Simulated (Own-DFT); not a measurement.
Simulation results for GaN (wurtzite, strained, atoms displaced)

Computed with Own-DFT development build. A calculation, not a measurement: plane-wave PBE density functional theory by an unreviewed code, no spin, of a simulated periodic cell, stress positive in tension, free energy of the whole cell less one offset for each atom, forces on such cells passed a denser k mesh, this cell's mesh not checked; offsets are fitted by least squares, one for each functional and potential file, so energies compare only between cells with the same atoms and settings and are not formation energies; the far tail of each file's local potential was reset to the Coulomb form; each entry is a single point on an unrelaxed cell, so the pressure reflects the starting lattice, mostly measured values (interpolated for alloys), from which strain is counted, and rises with the displacements; printed positions are rounded, which can move forces by about a meV/angstrom; the program, named Own-DFT, is a retired in-house code; no spin-orbit coupling.

Common to all runs: functional PBE; potential files PseudoDojo norm-conserving, scalar-relativistic, standard set with the stringent files for Ga; wave cutoff 96 hartree; occupations Gaussian; smearing width 0.01 eV; k mesh 3 x 4 x 3 centred on Gamma.

(1) GaN (wurtzite, strained, atoms displaced)

```
GaN
1.0
     12.7560     0.0000     0.1913
     -4.7835     8.2853    -0.0718
      0.1556     0.0000    10.3700
Ga N Ga N Ga N Ga N Ga N Ga N Ga N Ga N Ga N Ga N Ga N Ga N Ga N Ga N Ga N Ga N Ga N Ga N Ga N Ga N Ga N Ga N Ga N Ga N
2 2 2 2 2 2 2 2 2 2 2 2 2 2 2 2 2 2 2 2 2 2 2 2 2 2 2 2 2 2 2 2 2 2 2 2 2 2 2 2 2 2 2 2 2 2 2 2
Direct
  0.08281 0.21807 0.00054
  0.16826 0.11495 0.24458
  0.07748 0.21106 0.18926
  0.16412 0.10740 0.44377
  0.08118 0.22791 0.50344
  0.17401 0.11088 0.74276
  0.08550 0.22682 0.68969
  0.16929 0.11430 0.94100
  0.08557 0.55811 0.99456
  0.16328 0.43811 0.25239
  0.08677 0.55631 0.19020
  0.17126 0.44131 0.43801
  0.09023 0.57003 0.49948
  0.17181 0.44777 0.74873
  0.08598 0.56086 0.69436
  0.16926 0.44562 0.92870
  0.08373 0.89216 0.00194
  0.15992 0.77574 0.25565
  0.08788 0.89504 0.19568
  0.16684 0.78102 0.43823
  0.08235 0.88904 0.49966
  0.16896 0.77832 0.74861
  0.08579 0.89188 0.68371
  0.16191 0.77319 0.93779
  0.33384 0.21522 0.00752
  0.41663 0.10593 0.25747
  0.33372 0.21949 0.18582
  0.42229 0.11526 0.42924
  0.33419 0.22440 0.49615
  0.41200 0.09889 0.74890
  0.33112 0.22805 0.68431
  0.42294 0.10756 0.94271
  0.34176 0.56114 0.00400
  0.42888 0.45164 0.25250
  0.32789 0.54917 0.18903
  0.41751 0.44095 0.43989
  0.33899 0.55429 0.49732
  0.42064 0.44666 0.75430
  0.32965 0.55788 0.67256
  0.41935 0.45320 0.94305
  0.32759 0.88422 0.98504
  0.40895 0.77309 0.24399
  0.33455 0.89410 0.18787
  0.41793 0.77330 0.44396
  0.33285 0.88599 0.49322
  0.41622 0.77429 0.74569
  0.33597 0.88855 0.69141
  0.42140 0.77633 0.93398
  0.59142 0.23002 0.00063
  0.66491 0.11243 0.24789
  0.57931 0.21283 0.18715
  0.66780 0.11609 0.43631
  0.58244 0.22335 0.49689
  0.66566 0.12000 0.75130
  0.58344 0.22119 0.69360
  0.65332 0.09971 0.95020
  0.58257 0.56273 0.99719
  0.67125 0.45227 0.24891
  0.57787 0.55130 0.19133
  0.66051 0.43563 0.42650
  0.58807 0.55858 0.50277
  0.67321 0.44134 0.74752
  0.58501 0.56068 0.68107
  0.66033 0.44475 0.93536
  0.58698 0.88475 0.99587
  0.66413 0.77366 0.25149
  0.58561 0.89127 0.18062
  0.66694 0.77628 0.43382
  0.58072 0.89239 0.50463
  0.67065 0.78822 0.74905
  0.58246 0.88950 0.67566
  0.66290 0.78099 0.93557
  0.82892 0.21063 0.99877
  0.91816 0.10338 0.25197
  0.83728 0.22448 0.19385
  0.91079 0.10811 0.44450
  0.83041 0.21355 0.49843
  0.91976 0.11876 0.74040
  0.83940 0.23014 0.69262
  0.91418 0.10952 0.93801
  0.82820 0.55442 0.00012
  0.92092 0.44480 0.25022
  0.83343 0.55754 0.19091
  0.91561 0.45167 0.44571
  0.83535 0.55773 0.50080
  0.91481 0.43798 0.74824
  0.82779 0.55373 0.68116
  0.91443 0.44610 0.94361
  0.83544 0.89281 0.00080
  0.92077 0.78421 0.24952
  0.83716 0.88709 0.19122
  0.91848 0.78333 0.43668
  0.82865 0.87734 0.49738
  0.92523 0.78616 0.75091
  0.83215 0.88482 0.68683
  0.91473 0.78131 0.93162
```

- free energy of cell above offsets: -4.844 eV
- pressure: 7.13 GPa
- stress xx: -6.77 GPa
- stress yy: -6.92 GPa
- stress zz: -7.69 GPa
- stress yz: 0.15 GPa
- stress xz: 4.04 GPa
- stress xy: 0.09 GPa

Force:
| element | x (eV/Å) | y (eV/Å) | z (eV/Å) |
| --- | --- | --- | --- |
| Ga | -0.643 | 1.014 | -0.561 |
| Ga | 0.406 | 0.265 | 1.585 |
| N | 0.596 | 1.34 | -0.407 |
| N | 0.019 | 0.894 | -0.991 |
| Ga | 0.522 | -0.943 | -0.283 |
| Ga | -2.059 | 0.183 | 1.126 |
| N | 0.535 | -0.426 | -0.034 |
| N | 0.501 | -0.581 | -0.789 |
| Ga | -0.05 | -1.335 | 0.738 |
| Ga | 0.017 | -0.057 | -0.245 |
| N | -0.158 | 0.059 | -0.49 |
| N | -1.124 | 0.905 | 0.001 |
| Ga | -0.025 | -2.423 | 0.744 |
| Ga | -0.544 | -0.083 | -0.676 |
| N | -0.123 | -0.567 | -1.049 |
| N | 0.251 | -0.119 | 2.173 |
| Ga | -0.225 | -0.305 | 0.072 |
| Ga | 1.517 | 0.377 | -1.382 |
| N | -0.341 | -0.789 | -1.336 |
| N | 0.35 | 0.538 | 0.31 |
| Ga | -0.418 | 0.383 | -0.298 |
| Ga | -0.676 | 0.045 | 0.081 |
| N | 0.738 | -0.314 | 0.664 |
| N | -0.188 | 1.029 | -0.376 |
| Ga | 0.339 | 0.71 | -1.509 |
| Ga | -0.401 | 0.524 | -3.34 |
| N | 0.357 | 0.709 | 1.647 |
| N | -0.748 | -0.878 | 3.499 |
| Ga | -0.252 | -0.594 | 0.004 |
| Ga | -0.193 | 2.39 | 0.879 |
| N | 2.269 | -0.04 | 0.271 |
| N | -1.269 | 0.483 | -1.188 |
| Ga | -1.978 | -0.317 | -0.353 |
| Ga | -3.671 | -2.39 | 0.643 |
| N | 0.98 | 0.209 | 0.264 |
| N | 0.75 | 0.574 | -0.613 |
| Ga | -0.663 | -0.371 | -1.198 |
| Ga | -0.575 | 0.341 | -0.753 |
| N | 1.299 | -0.047 | 3.023 |
| N | 0.796 | -1.738 | -0.857 |
| Ga | 1.366 | 0.241 | 2.027 |
| Ga | 0.816 | 0.651 | 0.453 |
| N | -0.664 | -1.446 | -0.444 |
| N | -0.574 | 0.688 | -1.603 |
| Ga | 0.36 | 0.595 | 0.571 |
| Ga | 0.453 | -0.325 | 0.031 |
| N | -0.471 | -0.652 | -1.264 |
| N | -0.852 | 0.027 | -0.168 |
| Ga | -1.718 | -0.653 | 0.853 |
| Ga | 0.606 | -0.225 | -0.088 |
| N | 0.09 | 1.874 | 0.06 |
| N | 0.011 | -0.766 | 0.358 |
| Ga | 0.359 | 0.058 | 0.414 |
| Ga | 1.137 | -1.495 | 0.565 |
| N | -0.872 | 0.111 | -1.338 |
| N | 2.375 | 1.511 | -2.413 |
| Ga | 0.338 | -0.485 | 0.506 |
| Ga | -0.569 | -1.612 | -0.879 |
| N | 2.976 | 1.898 | -1.945 |
| N | 0.563 | 1.35 | 2.324 |
| Ga | -0.434 | -0.606 | -1.334 |
| Ga | -2.439 | 0.49 | 0.309 |
| N | 0.485 | -0.247 | 2.066 |
| N | 0.943 | 0.523 | 0.217 |
| Ga | -2.421 | 0.39 | 1.137 |
| Ga | -0.328 | 0.857 | -0.689 |
| N | 0.023 | -0.96 | 1.352 |
| N | -0.493 | 0.148 | 0.716 |
| Ga | 0.727 | 0.037 | -3.194 |
| Ga | -0.417 | -1.034 | -0.556 |
| N | 0.449 | 0.739 | 3.861 |
| N | 2.578 | -0.572 | -0.384 |
| Ga | -0.831 | 1.304 | 0.872 |
| Ga | -1.68 | 0.574 | 0.649 |
| N | 0.051 | -0.745 | -0.616 |
| N | 1.638 | -0.506 | -0.685 |
| Ga | -1.125 | 1.756 | 0.271 |
| Ga | 0.391 | -1.317 | 1.165 |
| N | -1.182 | -1.936 | -0.98 |
| N | 0.8 | 0.052 | -0.683 |
| Ga | 0.261 | 0.397 | 0.03 |
| Ga | -0.783 | -0.021 | 0.425 |
| N | 0.814 | 0.537 | -0.658 |
| N | 1.976 | -1.001 | -1.005 |
| Ga | -1.371 | 0.103 | -1.079 |
| Ga | -0.163 | 2.509 | 0.801 |
| N | 1.954 | 1.037 | 1.3 |
| N | 0.123 | -0.71 | -0.751 |
| Ga | -0.491 | -0.435 | -0.086 |
| Ga | 0.088 | -0.918 | 0.201 |
| N | -0.997 | -0.4 | -0.808 |
| N | 0.653 | -0.941 | 0.05 |
| Ga | -0.53 | 1.205 | 0.549 |
| Ga | -1.308 | -0.989 | -0.932 |
| N | 0.619 | 1.033 | -0.086 |
| N | 0.772 | -0.35 | 1.539 |

(2) GaN (wurtzite, strained, atoms displaced)

```
GaN
1.0
     12.7560     0.0000     0.1913
     -4.7835     8.2853    -0.0718
      0.1556     0.0000    10.3700
Ga N Ga N Ga N Ga N Ga N Ga N Ga N Ga N Ga N Ga N Ga N Ga N Ga N Ga N Ga N Ga N Ga N Ga N Ga N Ga N Ga N Ga N Ga N Ga N
2 2 2 2 2 2 2 2 2 2 2 2 2 2 2 2 2 2 2 2 2 2 2 2 2 2 2 2 2 2 2 2 2 2 2 2 2 2 2 2 2 2 2 2 2 2 2 2
Direct
  0.08054 0.22439 0.00332
  0.16170 0.10381 0.25377
  0.07859 0.23084 0.18888
  0.16696 0.11042 0.44120
  0.07368 0.21516 0.49762
  0.16776 0.10813 0.74252
  0.09083 0.23397 0.69165
  0.16913 0.10791 0.94868
  0.07860 0.54545 0.99940
  0.16254 0.44657 0.24978
  0.08918 0.55251 0.19158
  0.15644 0.42898 0.43166
  0.07838 0.56384 0.49781
  0.16151 0.43898 0.74029
  0.08310 0.55930 0.69118
  0.16975 0.45331 0.93215
  0.07827 0.89525 0.99655
  0.16701 0.77412 0.25353
  0.08097 0.89519 0.19280
  0.15803 0.77714 0.44249
  0.08892 0.88722 0.49755
  0.17238 0.77761 0.74664
  0.07584 0.88081 0.69154
  0.16271 0.77354 0.93795
  0.32801 0.22359 0.99845
  0.41993 0.12194 0.24919
  0.33206 0.22124 0.18998
  0.42364 0.11571 0.43966
  0.33631 0.21804 0.50042
  0.42285 0.11548 0.75365
  0.34022 0.22935 0.68553
  0.41593 0.11413 0.94636
  0.33642 0.55882 0.99797
  0.41284 0.43759 0.25247
  0.33985 0.55658 0.18636
  0.41583 0.43984 0.43194
  0.33414 0.55611 0.49808
  0.41209 0.44873 0.75244
  0.33485 0.56593 0.69324
  0.42039 0.45349 0.93875
  0.33010 0.89129 0.00010
  0.41557 0.77406 0.24468
  0.33216 0.89997 0.18741
  0.41867 0.77571 0.43385
  0.33477 0.88443 0.50617
  0.41813 0.77073 0.75501
  0.33248 0.88793 0.68991
  0.41579 0.76740 0.93684
  0.57934 0.21009 0.99477
  0.66242 0.11377 0.24931
  0.58059 0.21549 0.17764
  0.66222 0.11236 0.44332
  0.57940 0.22499 0.49496
  0.67492 0.12513 0.74915
  0.58248 0.22028 0.68499
  0.66775 0.11402 0.93678
  0.58924 0.56517 0.00255
  0.66301 0.43476 0.24714
  0.57990 0.55368 0.19121
  0.67009 0.45075 0.43927
  0.58144 0.56245 0.50755
  0.65904 0.43657 0.74708
  0.59154 0.55238 0.69252
  0.66854 0.44033 0.94284
  0.57729 0.87705 0.99971
  0.67131 0.77222 0.24234
  0.58784 0.88406 0.19519
  0.66670 0.78492 0.44606
  0.58453 0.88824 0.49836
  0.66535 0.77549 0.75077
  0.58705 0.89084 0.68692
  0.67830 0.78430 0.94190
  0.83068 0.21795 0.99800
  0.91999 0.11316 0.24879
  0.83782 0.22175 0.18393
  0.91116 0.11740 0.43887
  0.83850 0.23512 0.49150
  0.91736 0.11203 0.75858
  0.83651 0.23149 0.68553
  0.91308 0.11105 0.93418
  0.82996 0.55273 0.00348
  0.91548 0.44064 0.25488
  0.84215 0.55164 0.18729
  0.91721 0.43763 0.43472
  0.84365 0.56157 0.49766
  0.91988 0.44025 0.75070
  0.82954 0.55184 0.68982
  0.91988 0.44662 0.94369
  0.84217 0.90490 0.99533
  0.90939 0.77016 0.25188
  0.83076 0.87778 0.19378
  0.93163 0.78952 0.43877
  0.83047 0.89092 0.51082
  0.91159 0.76304 0.74858
  0.83194 0.89238 0.69610
  0.90872 0.77856 0.94328
```

- free energy of cell above offsets: -4.226 eV
- pressure: 7.11 GPa
- stress xx: -6.78 GPa
- stress yy: -8.48 GPa
- stress zz: -6.06 GPa
- stress yz: -0.41 GPa
- stress xz: 2.65 GPa
- stress xy: 0.14 GPa

Force:
| element | x (eV/Å) | y (eV/Å) | z (eV/Å) |
| --- | --- | --- | --- |
| Ga | 0.662 | 0.765 | -0.75 |
| Ga | -0.053 | 1.533 | -0.135 |
| N | 1.893 | -0.979 | -0.404 |
| N | 0.112 | 0.206 | 0.305 |
| Ga | 0.898 | 0.149 | 0.522 |
| Ga | -0.151 | 0.079 | 0.825 |
| N | -0.382 | -3.51 | -1.098 |
| N | -1.809 | 1.3 | -2.153 |
| Ga | 0.406 | 1.717 | 0.528 |
| Ga | 2.288 | -0.225 | 0.139 |
| N | -2.246 | 1.184 | -0.7 |
| N | 0.325 | 2.237 | 1.596 |
| Ga | 1.736 | -1.802 | 0.721 |
| Ga | 0.214 | 2.817 | 1.578 |
| N | 0.428 | -0.359 | -1.367 |
| N | 0.606 | -1.475 | 0.309 |
| Ga | 0.895 | -2.229 | 1.038 |
| Ga | -0.848 | 0.729 | -0.982 |
| N | 0.453 | -1.874 | -0.824 |
| N | 3.904 | -0.503 | -1.131 |
| Ga | -2.375 | 2.221 | 1.68 |
| Ga | -1.778 | -0.06 | 1.407 |
| N | 1.284 | 0.882 | -0.434 |
| N | 0.033 | 0.437 | 0.154 |
| Ga | 1.294 | 0.993 | 0.926 |
| Ga | -0.295 | -1.097 | 0.086 |
| N | -0.514 | 0.001 | -0.286 |
| N | -1.461 | -1.636 | -0.748 |
| Ga | -0.987 | 0.661 | -0.423 |
| Ga | -0.981 | -0.6 | 0.084 |
| N | -0.33 | -0.652 | 0.845 |
| N | -0.138 | -0.38 | -1.503 |
| Ga | -1.014 | -1.398 | 0.857 |
| Ga | -0.124 | 0.645 | -0.985 |
| N | -1.239 | -0.556 | 0.009 |
| N | 0.095 | 0.442 | 2.162 |
| Ga | -0.561 | -0.79 | -0.2 |
| Ga | 1.07 | -0.051 | -0.172 |
| N | 0.198 | -2.132 | -1.721 |
| N | 0.664 | -0.969 | -0.132 |
| Ga | -0.288 | -0.832 | -0.066 |
| Ga | -0.148 | 0.826 | 0.277 |
| N | 1.07 | -1.049 | 0.5 |
| N | -0.73 | 0.021 | 0.431 |
| Ga | -0.003 | 0.398 | -1.136 |
| Ga | -0.182 | 2.451 | -0.697 |
| N | 1.283 | 0.773 | 0.216 |
| N | -0.709 | 2.243 | 0.559 |
| Ga | -0.372 | 1.658 | 0.099 |
| Ga | 1.355 | -0.814 | 0.326 |
| N | 0.213 | 0.601 | 1.373 |
| N | 0.845 | 0.467 | -0.992 |
| Ga | 1.594 | 0.933 | 0.979 |
| Ga | -0.512 | -1.544 | -0.425 |
| N | 0.343 | -0.028 | 0.174 |
| N | 0.598 | -1.422 | -0.211 |
| Ga | 0.286 | -1.166 | -0.204 |
| Ga | 0.159 | 1.069 | 0.173 |
| N | 1.047 | -0.67 | -0.357 |
| N | 0.086 | 0.077 | -0.35 |
| Ga | 0.658 | -0.501 | -1.166 |
| Ga | 1.886 | 0.012 | 1.329 |
| N | -2.973 | 0.912 | -0.412 |
| N | -0.916 | -0.141 | -0.671 |
| Ga | 0.942 | 1.224 | 0.447 |
| Ga | -1.632 | 0.004 | 1.87 |
| N | -0.968 | 0.647 | -1.179 |
| N | 1.577 | -1.249 | -1.163 |
| Ga | -1.092 | 0.951 | 0.384 |
| Ga | -0.031 | 0.305 | 0.43 |
| N | -0.468 | 0.1 | 0.702 |
| N | -1.599 | -0.276 | -0.445 |
| Ga | -0.636 | 1.049 | 0.524 |
| Ga | -1.321 | -1.286 | 0.602 |
| N | -0.967 | -0.347 | 0.694 |
| N | 1.286 | -1.586 | -0.207 |
| Ga | -1.513 | -2.906 | 1.856 |
| Ga | -0.07 | 0.401 | -2.727 |
| N | 1.051 | -1.001 | -0.242 |
| N | 0.979 | 1.501 | 1.437 |
| Ga | 0.523 | 0.326 | -0.498 |
| Ga | 0.956 | -0.085 | -1.814 |
| N | -1.728 | -0.065 | 0.656 |
| N | -0.513 | 2.737 | 0.19 |
| Ga | -1.646 | 0.004 | 0.368 |
| Ga | -1.211 | 1.239 | 0.853 |
| N | 0.811 | -0.997 | -0.619 |
| N | -0.896 | -0.932 | -0.992 |
| Ga | -0.544 | -2.123 | 1.624 |
| Ga | 1.431 | 0.457 | 0.129 |
| N | 0.657 | 2.196 | -1.263 |
| N | -2.517 | -1.333 | 0.188 |
| Ga | 0.555 | 0.201 | -1.055 |
| Ga | -0.843 | 1.411 | 0.992 |
| N | 1.025 | -0.115 | -0.287 |
| N | 1.641 | -0.45 | -0.827 |
